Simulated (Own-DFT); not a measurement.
# Strain and stress in beta-Si3N4, 42 atoms (N24Si18)

Calculated results; nothing here was measured. The program, named Own-DFT, is a retired in-house plane-wave density functional code that no person has reviewed. Each row is one single-point run on a periodic cell that was not relaxed, without spin or spin-orbit coupling.

Settings of every run: PBEsol; PseudoDojo norm-conserving scalar-relativistic files, made for PBE; cutoff 42 hartree; 3 x 3 x 3 k mesh centred on Gamma; Fermi-Dirac smearing of 0.1 eV.

Known limits: forces on such cells passed a denser k mesh, each cell not checked; stress not checked against mesh or cutoff.

Unstrained cell vectors in Å: (7.606, 0.000, 0.000); (-3.803, 6.587, 0.000); (0.000, 0.000, 8.727). The unstrained cell has measured lattice constants (interpolated for alloys), not those of this functional. That, the random moves and any unrelaxed bonds set the pressure at no strain. Each run strains this cell uniformly, with the atoms carried along. Every atom was also moved at random, by a Gaussian of width 0.05 Å on each axis. Strain is the symmetric tensor, in per cent. Stress is positive in tension, and the pressure is minus a third of its trace.

| run | e_xx (%) | e_yy (%) | e_zz (%) | e_yz (%) | e_xz (%) | e_xy (%) | s_xx (GPa) | s_yy (GPa) | s_zz (GPa) | s_yz (GPa) | s_xz (GPa) | s_xy (GPa) | P (GPa) | E (meV/atom) |
|---|---|---|---|---|---|---|---|---|---|---|---|---|---|---|
| 1 | -0.52 | 1.45 | 0.82 | -0.14 | -1.30 | 1.68 | -6.25 | 2.93 | 1.33 | -0.10 | -3.27 | 6.03 | 0.67 | 0.0 |
| 2 | 1.44 | -0.51 | -0.38 | -0.52 | 1.81 | -0.42 | 3.60 | -5.76 | -9.34 | -0.85 | 4.04 | -2.73 | 3.83 | 29.8 |
| 3 | -1.44 | 0.39 | 0.64 | -1.76 | 1.71 | 0.78 | -14.06 | -3.50 | -1.72 | -3.27 | 6.32 | 2.87 | 6.42 | 28.6 |
| 4 | -0.34 | -1.10 | -1.81 | -0.63 | -1.76 | 0.28 | -9.37 | -10.82 | -24.03 | -2.25 | -7.57 | 1.25 | 14.74 | 39.5 |
| 5 | -1.66 | -1.75 | 0.35 | -1.46 | 0.44 | -0.39 | -15.63 | -15.97 | -9.98 | -6.58 | 3.28 | -0.83 | 13.86 | 39.7 |
| 6 | -1.37 | 1.92 | -0.28 | 0.85 | 0.87 | -0.13 | -11.18 | 3.03 | -7.98 | 3.81 | 0.40 | -2.36 | 5.37 | 38.1 |
| 7 | -1.45 | 1.77 | -1.47 | 0.54 | 0.83 | 1.75 | -12.09 | 3.48 | -18.77 | 3.90 | 4.32 | 7.63 | 9.13 | 35.4 |
| 8 | 1.86 | -1.19 | 1.41 | 0.89 | 1.45 | 1.39 | 5.02 | -10.53 | 4.39 | 3.46 | 4.91 | 3.96 | 0.38 | 19.1 |
| 9 | -1.54 | -1.16 | -1.77 | 0.53 | -0.56 | 0.46 | -17.10 | -16.18 | -26.21 | 1.86 | -4.83 | 5.11 | 19.83 | 85.5 |
| 10 | -2.00 | -1.80 | 0.86 | 0.71 | 1.38 | -0.52 | -17.65 | -16.69 | -5.31 | 2.86 | 6.83 | -0.93 | 13.22 | 46.3 |
| 11 | -1.27 | -1.63 | 0.24 | 1.08 | -0.33 | -1.01 | -8.84 | -19.83 | -8.94 | 5.22 | -0.96 | -5.94 | 12.54 | 33.1 |
| 12 | 0.44 | 0.81 | -1.98 | 0.61 | 0.96 | 1.30 | -2.77 | -6.70 | -20.00 | 1.75 | -1.13 | 7.39 | 9.82 | 70.2 |
| 13 | -0.06 | -1.23 | -0.70 | 1.09 | 1.57 | -1.21 | -12.16 | -14.32 | -12.24 | 7.20 | 6.44 | -8.27 | 12.91 | 85.5 |
| 14 | 0.47 | 0.22 | 0.60 | 0.30 | 0.45 | -1.36 | -1.04 | -2.93 | -3.76 | -1.18 | 3.07 | -5.30 | 2.58 | 43.7 |
| 15 | -0.39 | 0.16 | 1.86 | 1.47 | -0.86 | -0.92 | -4.98 | -1.15 | 2.40 | 7.07 | -1.61 | -5.87 | 1.25 | 33.4 |
| 16 | -0.24 | 0.42 | 1.09 | 1.67 | -1.03 | 1.87 | -6.48 | -2.27 | -0.48 | 6.86 | -4.68 | 6.99 | 3.08 | 28.3 |
| 17 | 1.50 | 0.22 | -0.73 | -0.14 | -0.77 | 0.07 | 4.46 | -4.07 | -11.05 | 0.19 | -4.20 | -1.05 | 3.55 | 25.2 |
| 18 | -0.96 | 0.48 | 1.15 | 1.58 | 0.21 | -1.49 | ? | ? | ? | ? | ? | ? | ? | ? |

E is the free energy for each atom above the lowest run shown.

## Worked fit

Each stress component was fitted by least squares to a constant and the strains of the runs shown, as fractions, with shears doubled. Shear strains stay in the fit of a normal stress only where such slopes are resolved. The slopes, in GPa:

| stress | at no strain | per e_xx | per e_yy | per e_zz | scatter |
|---|---|---|---|---|---|
| s_xx | -5.0 | 572 ± 44 | 95 ± 43 | 81 ± 45 | 2.12 |
| s_yy | -5.7 | 82 ± 44 | 583 ± 43 | 118 ± 44 | 2.10 |
| s_zz | -7.7 | 123 ± 36 | 136 ± 35 | 740 ± 36 | 1.72 |

Each shear stress against twice its own strain: yz 192 ± 22, xz 174 ± 19, xy 233 ± 21 GPa. These are stiffnesses along x, y and z of the frame in which the cell vectors are given, which need not be the crystal's axes. The atoms are held to the strained lattice; where symmetry lets them move under strain, relaxing them would lower some slopes. The table should be nearly symmetric about its diagonal, and what it lacks of that shows the noise. A ninth of its sum, 281 ± 10 GPa, estimates the bulk modulus near the mean pressure of these runs, 7.8 GPa, so it lies above the value at zero pressure.

## Withheld run

Question: what normal stresses and pressure should run 18 give?

The fit gives s_xx = -9.1, s_yy = -2.3, s_zz = 0.3 and P = 3.7 GPa. The calculation gave -8.07, -7.31, 1.78 and P = 4.53 GPa.
